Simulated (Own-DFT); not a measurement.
# Which arrangement is lower? C16Si16, 32 atoms

Calculated results; nothing here was measured. The program, named Own-DFT, is a retired in-house plane-wave density functional code that no person has reviewed. Each row is one single-point run on a periodic cell that was not relaxed, without spin or spin-orbit coupling.

Settings of every run: PBE; PseudoDojo norm-conserving scalar-relativistic files; cutoff 42 hartree; 5 x 5 x 3 k mesh centred on Gamma; Fermi-Dirac smearing of 0.1 eV.

Known limits: forces on such cells passed a denser k mesh, each cell not checked; stress not checked against mesh or cutoff.

All cells hold the same atoms in the same cell, with vectors in Å (6.165, 0.000, 0.000); (-3.083, 5.339, 0.000); (0.000, 0.000, 10.068). Every atom was moved at random from its ideal site; u is the rms move along one axis. E is the free energy of the cell above the lowest run. The arrangements:

- A: 2H SiC
- B: 4H SiC

```
arrangement   u (Å)  E (eV)  P (GPa)
          A  0.0304   0.014     3.86
          A  0.0318   0.025     3.78
          A  0.0332   0.000     3.79
          A  0.0560   3.300     6.88
          A  0.0633   4.413     7.29
          A  0.0652   3.966     6.74
          B  0.0306   0.001     3.74
          B  0.0320   0.129     3.83
          B  0.0330   0.091     3.93
          B  0.0566   2.477     5.55
          B  0.0613   3.230     6.55
          B  0.0646   3.642     6.22
```

Question: once the cost of the random moves is taken out, how do the arrangements rank?

## Worked answer

Fit E = a + b u², with one b for all and one a for each arrangement, and with residuals divided by u², since the noise grows with the moves. Then b = 1253 eV/Å², the scatter at u = 0.04 Å is 0.19 eV, and against A:

- B: -0.01 ± 0.09 eV (not told apart from A)

These are energies of unrelaxed cells. Relaxing the atoms lowers the strained arrangements most, so the gaps would shrink and small ones could change sign.
